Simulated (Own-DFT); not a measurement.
Simulation results for Si2SnGe5 (diamond-structure random alloy, strained, atoms displaced)

All values are calculated (Own-DFT development build). A calculation, not a measurement: plane-wave density functional theory by an unreviewed code, no spin, of a simulated periodic cell, stress positive in tension, run twice, with PBE and with PBEsol, both on files made for PBE, so the change isn't that of files made for PBEsol, forces on such cells moved up to 12 meV/angstrom on a denser k mesh; the far tail of each file's local potential was reset to the Coulomb form; each entry is a single point on an unrelaxed cell, so the pressure reflects the starting lattice, mostly measured values (interpolated for alloys), from which strain is counted, and rises with the displacements; printed positions are rounded, which can move forces by about a meV/angstrom; the program, named Own-DFT, is a retired in-house code; no spin-orbit coupling; stress was not checked against mesh or cutoff.

Settings shared by all entries: functional PBE, then PBEsol; potential files PseudoDojo norm-conserving, scalar-relativistic, standard set; wave cutoff 49 hartree; occupations Fermi-Dirac; smearing width 0.1 eV; k mesh 3 x 3 x 3 centred on Gamma.

```yaml
- entry: 1
  formula: Si2SnGe5
  kind: "diamond-structure random alloy, strained, atoms displaced"
  structure:
    cell_angstrom: [[11.667, 0.0, 0.0], [0.0, 11.667, 0.0], [0.0, 0.0, 11.4103]]
    atoms_fractional:
      - [Si, 0.99486, 0.99992, 0.99286]
      - [Ge, 0.00249, 0.25061, 0.24978]
      - [Ge, 0.25368, 0.00771, 0.25241]
      - [Si, 0.25205, 0.24686, 0.99528]
      - [Ge, 0.12021, 0.12115, 0.12142]
      - [Si, 0.11982, 0.37335, 0.37785]
      - [Si, 0.37149, 0.12822, 0.37207]
      - [Ge, 0.37426, 0.37902, 0.12556]
      - [Sn, 0.99677, 0.00199, 0.50035]
      - [Ge, 0.99379, 0.25378, 0.74112]
      - [Si, 0.25094, 0.00588, 0.74999]
      - [Ge, 0.24887, 0.24898, 0.50202]
      - [Ge, 0.12491, 0.12345, 0.63232]
      - [Ge, 0.1275, 0.37537, 0.87158]
      - [Ge, 0.36931, 0.12891, 0.88015]
      - [Ge, 0.38047, 0.37311, 0.63479]
      - [Ge, 0.99832, 0.49141, 0.99057]
      - [Ge, 0.99889, 0.75096, 0.25993]
      - [Ge, 0.24706, 0.49757, 0.24788]
      - [Sn, 0.24559, 0.74767, 0.00369]
      - [Ge, 0.12235, 0.62098, 0.12006]
      - [Ge, 0.12174, 0.87047, 0.37479]
      - [Ge, 0.37498, 0.62288, 0.37783]
      - [Ge, 0.37338, 0.8778, 0.12372]
      - [Si, 0.99534, 0.49589, 0.49461]
      - [Ge, 0.99644, 0.74711, 0.74748]
      - [Sn, 0.24575, 0.49853, 0.75216]
      - [Ge, 0.2489, 0.75811, 0.50168]
      - [Si, 0.12392, 0.62743, 0.62038]
      - [Ge, 0.12352, 0.88107, 0.8826]
      - [Sn, 0.3735, 0.61616, 0.87403]
      - [Ge, 0.37644, 0.87196, 0.62948]
      - [Ge, 0.49673, 0.00306, 0.00297]
      - [Si, 0.5016, 0.2462, 0.25199]
      - [Ge, 0.75354, 0.00472, 0.24459]
      - [Ge, 0.75137, 0.24425, 0.99526]
      - [Ge, 0.62755, 0.1331, 0.11479]
      - [Si, 0.63074, 0.37426, 0.37414]
      - [Si, 0.87634, 0.1244, 0.37618]
      - [Ge, 0.87067, 0.36713, 0.12611]
      - [Sn, 0.50357, 0.00114, 0.50114]
      - [Ge, 0.49679, 0.25346, 0.74547]
      - [Ge, 0.74432, 0.9948, 0.74587]
      - [Ge, 0.74662, 0.25276, 0.50115]
      - [Si, 0.61826, 0.12328, 0.62679]
      - [Ge, 0.62775, 0.37041, 0.87141]
      - [Ge, 0.8798, 0.12645, 0.87046]
      - [Ge, 0.8762, 0.37994, 0.62153]
      - [Ge, 0.50333, 0.50323, 0.00048]
      - [Ge, 0.50688, 0.75723, 0.25179]
      - [Sn, 0.75789, 0.50031, 0.25421]
      - [Si, 0.74282, 0.75601, 0.00351]
      - [Si, 0.618, 0.6225, 0.12071]
      - [Sn, 0.62884, 0.8698, 0.38066]
      - [Si, 0.87731, 0.63349, 0.37632]
      - [Ge, 0.8741, 0.87915, 0.1292]
      - [Ge, 0.5047, 0.49454, 0.50573]
      - [Si, 0.50175, 0.75378, 0.74534]
      - [Ge, 0.75796, 0.49313, 0.74515]
      - [Si, 0.74733, 0.74393, 0.49513]
      - [Ge, 0.63262, 0.62157, 0.62894]
      - [Ge, 0.62289, 0.8689, 0.87722]
      - [Sn, 0.87824, 0.61783, 0.87425]
      - [Ge, 0.87732, 0.87825, 0.62729]
  results:
    "PBE_pressure [GPa]": 1.44
    "PBE_stress_xx [GPa]": -0.97
    "PBE_stress_yy [GPa]": -1.05
    "PBE_stress_zz [GPa]": -2.29
    "PBE_stress_yz [GPa]": -0.05
    "PBE_stress_xz [GPa]": -0.43
    "PBE_stress_xy [GPa]": 0.21
    "PBEsol_pressure [GPa]": -0.97
    "PBEsol_stress_xx [GPa]": 1.43
    "PBEsol_stress_yy [GPa]": 1.36
    "PBEsol_stress_zz [GPa]": 0.12
    "PBEsol_stress_yz [GPa]": -0.04
    "PBEsol_stress_xz [GPa]": -0.41
    "PBEsol_stress_xy [GPa]": 0.2
    force_element: [Si, Ge, Ge, Si, Ge, Si, Si, Ge, Sn, Ge, Si, Ge, Ge, Ge, Ge, Ge, Ge, Ge, Ge, Sn, Ge, Ge, Ge, Ge, Si, Ge, Sn, Ge, Si, Ge, Sn, Ge, Ge, Si, Ge, Ge, Ge, Si, Si, Ge, Sn, Ge, Ge, Ge, Si, Ge, Ge, Ge, Ge, Ge, Sn, Si, Si, Sn, Si, Ge, Ge, Si, Ge, Si, Ge, Ge, Sn, Ge]
    "PBE_force_x [eV/angstrom]": [0.103, -0.279, -0.566, -0.812, 0.384, 0.364, 0.194, 0.365, 0.655, 0.857, -0.005, 0.137, 0.719, -1.249, 0.565, -0.456, 1.016, 0.009, -0.371, 0.02, -1.564, 1.281, 0.195, 0.766, 0.69, 1.434, -1.407, -0.008, -0.868, -0.55, 2.742, -0.815, 0.258, -0.021, 0.012, 0.44, -0.764, -1.544, -1.13, 1.183, -2.231, 0.811, -0.009, 0.112, 1.507, -0.065, -0.609, -0.023, 0.859, -1.779, -0.879, 0.133, 0.671, 1.723, 0.356, 0.229, 0.058, 0.52, -1.476, 1.936, -0.464, -0.35, -1.439, -1.568]
    "PBE_force_y [eV/angstrom]": [0.054, -0.378, -0.712, 0.748, 0.262, 0.22, 0.73, -1.11, 0.092, -0.019, -0.662, 0.273, 0.637, -2.231, -0.426, -0.051, -1.112, -0.508, 0.118, 1.155, -1.085, 0.638, 0.271, 0.616, 1.161, 1.001, -0.507, -1.177, 0.177, 0.603, 2.259, 0.32, -0.147, 0.686, 0.867, 0.669, -0.779, -0.94, 1.366, -0.426, 1.174, -1.396, 0.62, -0.742, 1.426, 0.351, -0.565, -0.535, -1.449, -1.971, 0.918, -0.817, 1.293, 0.365, -0.262, -0.386, 0.107, -0.606, -0.248, -0.912, 0.493, 0.61, 1.602, -1.724]
    "PBE_force_z [eV/angstrom]": [0.754, 0.39, -0.33, 0.895, -0.356, -0.127, -0.067, -0.124, -0.197, 0.769, 0.696, -0.092, 0.018, 1.196, -0.916, -2.051, 2.087, -1.406, 0.7, 0.214, 1.515, -0.375, -0.083, 1.27, -0.027, -0.568, -2.855, 0.037, -0.795, -1.771, 0.154, 0.633, -0.482, -0.063, 0.283, -0.416, 1.269, 0.649, -1.086, -1.063, 0.355, 1.11, 0.479, -0.1, 0.97, 0.074, -0.252, -0.924, 0.589, -1.654, -0.547, 0.62, 0.316, -1.458, 1.302, -0.818, -0.491, 0.237, 0.099, 1.797, -0.412, -0.228, 0.481, 0.178]
    "PBEsol_force_x [eV/angstrom]": [0.105, -0.281, -0.584, -0.793, 0.378, 0.395, 0.146, 0.349, 0.674, 0.829, -0.005, 0.129, 0.659, -1.242, 0.605, -0.429, 0.993, 0.046, -0.327, 0.01, -1.494, 1.236, 0.187, 0.747, 0.633, 1.355, -1.329, 0.015, -0.825, -0.522, 2.635, -0.796, 0.245, -0.012, 0.004, 0.419, -0.707, -1.474, -1.11, 1.153, -2.175, 0.751, 0.025, 0.141, 1.481, -0.061, -0.622, -0.063, 0.78, -1.746, -0.823, 0.151, 0.62, 1.611, 0.366, 0.209, 0.033, 0.512, -1.424, 1.852, -0.449, -0.337, -1.355, -1.497]
    "PBEsol_force_y [eV/angstrom]": [0.052, -0.374, -0.724, 0.732, 0.259, 0.172, 0.676, -1.015, 0.038, -0.021, -0.645, 0.258, 0.656, -2.118, -0.422, -0.057, -1.07, -0.445, 0.143, 1.119, -1.052, 0.608, 0.27, 0.607, 1.111, 0.992, -0.539, -1.114, 0.209, 0.529, 2.157, 0.313, -0.14, 0.674, 0.802, 0.646, -0.784, -0.893, 1.34, -0.416, 1.055, -1.304, 0.569, -0.69, 1.398, 0.336, -0.507, -0.554, -1.433, -1.884, 0.852, -0.761, 1.237, 0.396, -0.254, -0.359, 0.131, -0.59, -0.242, -0.862, 0.415, 0.652, 1.511, -1.646]
    "PBEsol_force_z [eV/angstrom]": [0.74, 0.318, -0.365, 0.871, -0.287, -0.162, -0.033, -0.124, -0.142, 0.747, 0.681, -0.035, -0.016, 1.134, -0.891, -1.974, 2.004, -1.382, 0.639, 0.209, 1.467, -0.354, -0.078, 1.233, 0.013, -0.529, -2.722, 0.009, -0.75, -1.713, 0.191, 0.547, -0.464, -0.127, 0.243, -0.396, 1.194, 0.673, -1.069, -1.03, 0.335, 1.094, 0.482, -0.069, 0.955, 0.067, -0.267, -0.844, 0.538, -1.578, -0.577, 0.584, 0.332, -1.464, 1.208, -0.733, -0.439, 0.229, 0.087, 1.799, -0.401, -0.232, 0.425, 0.202]
    "rms_change_of_force_components_from_PBE_to_PBEsol [eV/angstrom]": 0.047
- entry: 2
  formula: Si2SnGe5
  kind: "diamond-structure random alloy, strained, atoms displaced"
  structure:
    cell_angstrom: [[11.667, 0.0, 0.0], [0.0, 11.667, 0.0], [0.0, 0.0, 11.4103]]
    atoms_fractional:
      - [Ge, 0.9983, 0.99609, 0.99805]
      - [Sn, 0.99847, 0.24683, 0.25211]
      - [Si, 0.25372, 0.00792, 0.24551]
      - [Ge, 0.25084, 0.25056, 0.99965]
      - [Ge, 0.12936, 0.13164, 0.12613]
      - [Ge, 0.12244, 0.37785, 0.37212]
      - [Si, 0.37763, 0.12897, 0.37236]
      - [Si, 0.37386, 0.3767, 0.12909]
      - [Ge, 0.99867, 0.00081, 0.49855]
      - [Sn, 0.99643, 0.25624, 0.75661]
      - [Ge, 0.25076, 0.99641, 0.74239]
      - [Ge, 0.2487, 0.24451, 0.50152]
      - [Sn, 0.10761, 0.11899, 0.62313]
      - [Ge, 0.12123, 0.37434, 0.87078]
      - [Ge, 0.37505, 0.12067, 0.87499]
      - [Ge, 0.37918, 0.37167, 0.62256]
      - [Ge, 0.99905, 0.50245, 0.00134]
      - [Sn, 0.00609, 0.74668, 0.25539]
      - [Si, 0.24534, 0.5073, 0.24789]
      - [Ge, 0.25787, 0.74556, 0.00085]
      - [Ge, 0.12994, 0.6232, 0.12521]
      - [Ge, 0.13107, 0.87555, 0.37211]
      - [Ge, 0.3756, 0.63274, 0.38124]
      - [Si, 0.37357, 0.87682, 0.12396]
      - [Ge, 0.00018, 0.50623, 0.49623]
      - [Ge, 0.00503, 0.75407, 0.7462]
      - [Si, 0.24966, 0.49433, 0.75017]
      - [Ge, 0.24846, 0.75569, 0.50488]
      - [Ge, 0.12375, 0.62372, 0.62272]
      - [Si, 0.12947, 0.87448, 0.86854]
      - [Ge, 0.379, 0.62426, 0.87109]
      - [Sn, 0.37703, 0.87576, 0.62026]
      - [Ge, 0.50695, 0.00141, 0.99245]
      - [Si, 0.49035, 0.24592, 0.25518]
      - [Ge, 0.74889, 0.9995, 0.2529]
      - [Ge, 0.74982, 0.24839, 0.00464]
      - [Si, 0.62756, 0.12349, 0.12843]
      - [Ge, 0.63213, 0.37729, 0.37297]
      - [Ge, 0.87558, 0.12277, 0.37732]
      - [Ge, 0.87447, 0.37442, 0.11754]
      - [Sn, 0.50224, 0.99828, 0.49863]
      - [Si, 0.503, 0.25053, 0.74865]
      - [Si, 0.76041, 0.99882, 0.7472]
      - [Ge, 0.7508, 0.25265, 0.50943]
      - [Si, 0.63242, 0.1246, 0.62838]
      - [Ge, 0.63125, 0.36853, 0.88398]
      - [Ge, 0.87449, 0.12714, 0.87932]
      - [Ge, 0.87399, 0.37466, 0.62224]
      - [Ge, 0.49481, 0.49853, 0.01055]
      - [Si, 0.49932, 0.75103, 0.25112]
      - [Ge, 0.74712, 0.505, 0.25747]
      - [Ge, 0.75522, 0.75159, 0.00348]
      - [Ge, 0.62282, 0.6203, 0.12457]
      - [Sn, 0.6269, 0.87497, 0.37436]
      - [Ge, 0.87762, 0.62445, 0.38213]
      - [Ge, 0.86906, 0.87476, 0.12439]
      - [Si, 0.4995, 0.49733, 0.50708]
      - [Si, 0.50128, 0.75007, 0.75152]
      - [Ge, 0.74772, 0.50113, 0.74541]
      - [Si, 0.75136, 0.74987, 0.4976]
      - [Sn, 0.63536, 0.62373, 0.62069]
      - [Ge, 0.61749, 0.87738, 0.88555]
      - [Ge, 0.87621, 0.6312, 0.8725]
      - [Ge, 0.86579, 0.87084, 0.62239]
  results:
    "PBE_pressure [GPa]": 1.6
    "PBE_stress_xx [GPa]": -1.13
    "PBE_stress_yy [GPa]": -1.23
    "PBE_stress_zz [GPa]": -2.46
    "PBE_stress_yz [GPa]": -0.22
    "PBE_stress_xz [GPa]": 0.0
    "PBE_stress_xy [GPa]": -0.57
    "PBEsol_pressure [GPa]": -0.81
    "PBEsol_stress_xx [GPa]": 1.29
    "PBEsol_stress_yy [GPa]": 1.19
    "PBEsol_stress_zz [GPa]": -0.04
    "PBEsol_stress_yz [GPa]": -0.21
    "PBEsol_stress_xz [GPa]": 0.0
    "PBEsol_stress_xy [GPa]": -0.55
    force_element: [Ge, Sn, Si, Ge, Ge, Ge, Si, Si, Ge, Sn, Ge, Ge, Sn, Ge, Ge, Ge, Ge, Sn, Si, Ge, Ge, Ge, Ge, Si, Ge, Ge, Si, Ge, Ge, Si, Ge, Sn, Ge, Si, Ge, Ge, Si, Ge, Ge, Ge, Sn, Si, Si, Ge, Si, Ge, Ge, Ge, Ge, Si, Ge, Ge, Ge, Sn, Ge, Ge, Si, Si, Ge, Si, Sn, Ge, Ge, Ge]
    "PBE_force_x [eV/angstrom]": [0.711, -0.335, 0.377, 0.426, 0.476, 1.352, -1.199, -0.526, -1.752, -1.366, -0.705, 0.493, 2.634, 1.966, 0.093, -0.311, 0.206, -0.808, 1.065, -0.554, 0.372, 0.864, 0.021, 0.553, 0.156, -0.28, 0.207, -1.073, 0.541, 0.059, -0.145, -0.465, -1.189, 1.217, 0.94, -0.188, -0.774, -1.541, -1.257, -0.556, 0.419, 0.381, -1.355, -0.374, 0.098, -1.161, -0.854, -0.19, 0.3, -0.887, 0.728, -1.104, 0.033, 0.955, -1.258, 0.557, -0.353, 0.444, 1.589, 1.462, -1.973, 1.738, 0.144, 0.959]
    "PBE_force_y [eV/angstrom]": [0.04, 0.633, -0.453, 0.506, -1.657, 0.938, -0.075, -0.262, -2.606, 0.037, 0.578, 0.724, 0.461, 1.782, 0.642, 0.013, 0.141, 0.375, -0.842, 0.766, -0.514, 1.652, -0.856, 0.169, -1.107, 0.032, 0.354, -1.432, -0.119, -0.062, -0.443, -1.727, 0.811, 0.744, 1.253, -0.692, 0.343, -0.742, -0.478, 0.913, 3.919, -0.497, 0.381, -0.652, 0.433, 0.736, -1.303, 1.49, -0.486, -0.566, -0.138, -0.424, 0.975, -2.036, 0.03, 0.644, -0.273, -0.052, -1.591, 0.048, 0.883, -1.172, -0.402, 0.213]
    "PBE_force_z [eV/angstrom]": [-0.004, -0.384, 0.224, -0.08, -0.916, 0.697, -0.318, 0.625, -1.866, -0.138, 1.918, -0.868, 0.518, 1.75, -0.668, 0.532, -0.465, -0.878, 0.584, -0.364, -0.934, 0.714, -0.45, 0.352, 0.625, 0.204, -0.259, -1.2, 0.483, 0.636, -0.12, 2.298, 2.036, -0.937, -1.279, 0.302, 0.196, 0.743, 0.861, 0.548, -0.013, 0.323, 0.658, -0.894, 0.962, -0.918, 0.421, -0.333, -0.91, -1.161, -0.947, -0.407, 0.551, -1.271, 0.153, 0.228, -1.528, 0.872, 2.062, -0.334, -0.012, -1.966, -0.177, -0.076]
    "PBEsol_force_x [eV/angstrom]": [0.646, -0.316, 0.3, 0.372, 0.436, 1.268, -1.196, -0.514, -1.703, -1.331, -0.658, 0.45, 2.566, 1.868, 0.073, -0.336, 0.197, -0.779, 1.001, -0.54, 0.326, 0.807, -0.012, 0.542, 0.145, -0.306, 0.201, -1.036, 0.487, 0.057, -0.151, -0.504, -1.146, 1.242, 0.941, -0.144, -0.725, -1.43, -1.203, -0.533, 0.407, 0.34, -1.28, -0.319, 0.1, -1.091, -0.796, -0.198, 0.337, -0.84, 0.693, -1.064, 0.052, 0.935, -1.179, 0.531, -0.344, 0.433, 1.551, 1.444, -1.883, 1.671, 0.142, 0.998]
    "PBEsol_force_y [eV/angstrom]": [0.074, 0.616, -0.434, 0.451, -1.566, 0.883, -0.093, -0.251, -2.509, 0.032, 0.578, 0.729, 0.444, 1.694, 0.594, -0.017, 0.128, 0.358, -0.787, 0.682, -0.466, 1.561, -0.794, 0.154, -1.063, -0.004, 0.343, -1.384, -0.076, -0.062, -0.426, -1.644, 0.763, 0.767, 1.179, -0.623, 0.306, -0.7, -0.472, 0.875, 3.732, -0.453, 0.343, -0.589, 0.427, 0.724, -1.23, 1.437, -0.427, -0.586, -0.141, -0.4, 0.91, -1.901, -0.009, 0.621, -0.27, -0.049, -1.541, 0.047, 0.811, -1.114, -0.388, 0.206]
    "PBEsol_force_z [eV/angstrom]": [0.015, -0.374, 0.216, -0.094, -0.908, 0.699, -0.227, 0.549, -1.807, -0.133, 1.834, -0.818, 0.493, 1.718, -0.626, 0.498, -0.448, -0.845, 0.596, -0.358, -0.931, 0.73, -0.406, 0.283, 0.598, 0.165, -0.251, -1.175, 0.435, 0.61, -0.05, 2.195, 1.908, -0.911, -1.21, 0.254, 0.163, 0.723, 0.835, 0.523, -0.015, 0.344, 0.67, -0.891, 0.883, -0.865, 0.435, -0.319, -0.904, -1.105, -0.91, -0.387, 0.52, -1.236, 0.125, 0.213, -1.494, 0.864, 1.986, -0.325, 0.037, -1.85, -0.169, -0.072]
    "rms_change_of_force_components_from_PBE_to_PBEsol [eV/angstrom]": 0.048
```
